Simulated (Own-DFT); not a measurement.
# Strain and stress in diamond silicon, 64 atoms (Si64)

Everything here is calculated. The program is Own-DFT (plane waves, in-house, since retired, never reviewed by a person); positions were held fixed, and spin and spin-orbit coupling were off.

Method: PBE; PseudoDojo norm-conserving scalar-relativistic files; cutoff 20 hartree; 3 x 3 x 3 k mesh centred on Gamma; Fermi-Dirac smearing of 0.1 eV.

Caveats: k mesh not checked against a denser one; stress not checked against mesh or cutoff.

Unstrained cell vectors in Å: (10.862, 0.000, 0.000); (0.000, 10.862, 0.000); (0.000, 0.000, 10.862). The unstrained cell has measured lattice constants (interpolated for alloys), not those of this functional. That, the random moves and any unrelaxed bonds set the pressure at no strain. Each run strains this cell uniformly, with the atoms carried along. Each atom got a random Gaussian move of width 0.05 Å along each axis. Stress is counted positive in tension, P = -(s_xx + s_yy + s_zz)/3, and strain components are those of the symmetric tensor.

```
run  e_xx (%)  e_yy (%)  e_zz (%)  e_yz (%)  e_xz (%)  e_xy (%)  s_xx (GPa)  s_yy (GPa)  s_zz (GPa)  s_yz (GPa)  s_xz (GPa)  s_xy (GPa)  P (GPa)  E (meV/atom)
  1     -0.76     -1.15      1.84      0.46      1.56     -1.14       -3.94       -4.01       -1.26        1.12        3.85       -3.40     3.07          35.5
  2     -0.21     -0.60     -1.92      0.48      0.66      0.36       -4.81       -5.14       -6.30        1.23        2.78        1.22     5.42          22.2
  3     -1.96      0.00     -1.43      0.60     -0.61      1.49       -6.67       -5.06       -6.36        1.19       -1.34        2.54     6.03          25.5
  4      0.36      1.42     -0.88      0.83     -0.46     -0.48       -1.66       -0.57       -2.54        2.08       -1.02       -0.65     1.59           0.0
  5     -1.36     -1.88      0.88     -1.31     -1.36     -1.42       -5.43       -6.02       -3.44       -2.73       -2.13       -2.68     4.97          27.6
  6     -1.85      1.94      1.55     -1.36      0.50      0.74       -3.29       -0.18       -0.27       -2.85        1.59        0.43     1.25          28.9
  7      0.32     -0.57     -1.82     -0.21      0.23     -0.18       -3.61       -4.59       -5.60       -0.67        0.35       -0.13     4.60          14.6
  8     -0.02     -0.52     -1.66      1.82      1.51     -0.49       -4.53       -4.97       -6.15        4.50        3.26       -2.21     5.21          47.3
  9      0.60     -1.42     -1.64      1.31     -1.22      0.47       -4.11       -6.08       -6.25        3.42       -3.50        1.19     5.48          39.8
 10     -0.48     -1.61      1.31     -1.80     -1.33      0.89       -4.17       -4.80       -2.33       -3.84       -3.49        1.40     3.76          43.4
 11     -0.10     -0.55     -0.87     -1.34     -1.97     -1.78       -4.39       -4.73       -4.78       -2.87       -4.31       -5.27     4.63          45.0
 12      1.68     -1.43     -1.14      1.66      0.16      0.21       -1.58       -4.60       -4.50        4.08       -0.12        0.29     3.56          23.6
 13      1.83     -0.61      1.61      0.38      0.60     -0.54        0.81       -1.30        0.61        0.17        1.85       -0.39    -0.04           7.8
 14     -1.59      1.08      0.52     -1.79      1.92      1.94       -4.34       -2.13       -2.65       -3.37        3.82        4.69     3.04          45.2
 15      0.16     -1.14     -1.11     -0.24      1.03      1.38       -4.03       -5.25       -5.20       -0.42        2.41        3.41     4.83          28.1
 16     -0.03     -0.58      1.32     -0.94     -1.10      1.56           ?           ?           ?           ?           ?           ?        ?             ?
```

The last column gives the free energy per atom over the lowest of the runs shown.

## Worked fit

Least squares on the runs shown: each stress against a constant and the strains, taken as fractions with shears doubled. Shear strains stay in the fit of a normal stress only where such slopes are resolved. The slopes, in GPa:

| stress | at no strain | per e_xx | per e_yy | per e_zz | scatter |
|---|---|---|---|---|---|
| s_xx | -2.8 | 162 ± 7 | 74 ± 7 | 63 ± 5 | 0.27 |
| s_yy | -2.8 | 74 ± 6 | 160 ± 6 | 68 ± 4 | 0.22 |
| s_zz | -2.8 | 71 ± 6 | 73 ± 6 | 158 ± 5 | 0.24 |

The slope of each shear stress on twice its own strain, from a fit on all six strains: yz 112 ± 6, xz 119 ± 9, xy 119 ± 12 GPa. These are stiffnesses along x, y and z of the frame in which the cell vectors are given, which need not be the crystal's axes. The atoms are held to the strained lattice; where symmetry lets them move under strain, relaxing them would lower some slopes. The table should be nearly symmetric about its diagonal, and what it lacks of that shows the noise. A ninth of the table's sum, 100 ± 3 GPa, estimates the bulk modulus near the mean pressure of these runs, 3.8 GPa, so it lies above the value at zero pressure.

## Test on the hidden row

Asked: what normal stresses and pressure should run 16 give?

From the fit: s_xx = -2.5, s_yy = -2.9, s_zz = -1.2 and P = 2.2 GPa. DFT gave -2.39, -2.80, -1.14 and P = 2.11 GPa.
